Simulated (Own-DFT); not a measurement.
# What a defect does to the pressure of its cell: zincblende GaAs

The numbers are computed, not measured, by runs of the plane-wave DFT program Own-DFT (in-house, retired, unreviewed) at fixed positions, with no spin and no spin-orbit coupling.

Settings: PBE; PseudoDojo norm-conserving scalar-relativistic files; cutoff 42 hartree; 3 x 3 x 3 k mesh centred on Gamma; Fermi-Dirac smearing of 0.1 eV.

Known weak points (not all hold for every row): not probed for a lower state with spin; forces not confirmed at this smearing and k mesh; stress not checked against mesh or cutoff.

All runs share one cell, with vectors in Å (11.737, 0.000, 0.000); (0.000, 11.737, 0.000); (0.000, 0.000, 10.833) and a volume of 1492.4 Å³, strained against the parent crystal. The atoms are randomly displaced, by u rms on each axis. The defect's site can differ from row to row.

| cell | formula | u (Å) | P (GPa) |
|---|---|---|---|
| no defect | As32Ga32 | 0.0313 | 1.28 |
| no defect | As32Ga32 | 0.0509 | 1.61 |
| no defect | As32Ga32 | 0.0518 | 1.58 |
| one In on a Ga site | As32Ga31In | 0.0483 | 2.07 |
| one In on a Ga site | As32Ga31In | 0.0506 | 2.19 |
| one In on a Ga site | As32Ga31In | 0.0511 | 2.21 |
| one Al on a Ga site | AlAs32Ga31 | 0.0281 | 1.23 |
| one Al on a Ga site | AlAs32Ga31 | 0.0496 | 1.48 |
| one Al on a Ga site | AlAs32Ga31 | 0.0513 | 1.56 |
| one P on an As site | As31Ga32P | 0.0285 | 1.02 |
| one P on an As site | As31Ga32P | 0.0299 | 1.02 |
| one P on an As site | As31Ga32P | 0.0314 | 1.02 |
| one As vacancy and one Ga vacancy | As31Ga31 | 0.0285 | ? |
| one As vacancy and one Ga vacancy | As31Ga31 | 0.0299 | 0.91 |
| one As vacancy and one Ga vacancy | As31Ga31 | 0.0519 | 1.16 |
| one As vacancy and one Ga vacancy | As31Ga31 | 0.0528 | 1.28 |

## Analysis

P = P0 + c u² + a shift for each defect gives P0 = 1.12 GPa, c = 175 ± 16 GPa/Å² and a scatter of 0.04 GPa. The shifts, and each times the cell's volume:

- one In on a Ga site: 0.60 ± 0.03 GPa, 5.6 eV
- one Al on a Ga site: -0.04 ± 0.03 GPa, -0.4 eV (not resolved)
- one P on an As site: -0.26 ± 0.04 GPa, -2.4 eV
- one As vacancy and one Ga vacancy: -0.38 ± 0.03 GPa, -3.5 eV

A positive shift means that the defect pushes the cell outwards. Shift times volume (160.2 GPa Å³ is 1 eV) depends little on the cell's size, so, taken for each site, it can be compared between cells at like pressure. The atoms around the defects weren't relaxed, which would change these numbers.

## Prediction

Q: what pressure belongs in the blank (one As vacancy and one Ga vacancy, u = 0.0285 Å)?

The fitted form gives 0.89 ± 0.05 GPa. DFT gave 0.92 GPa.
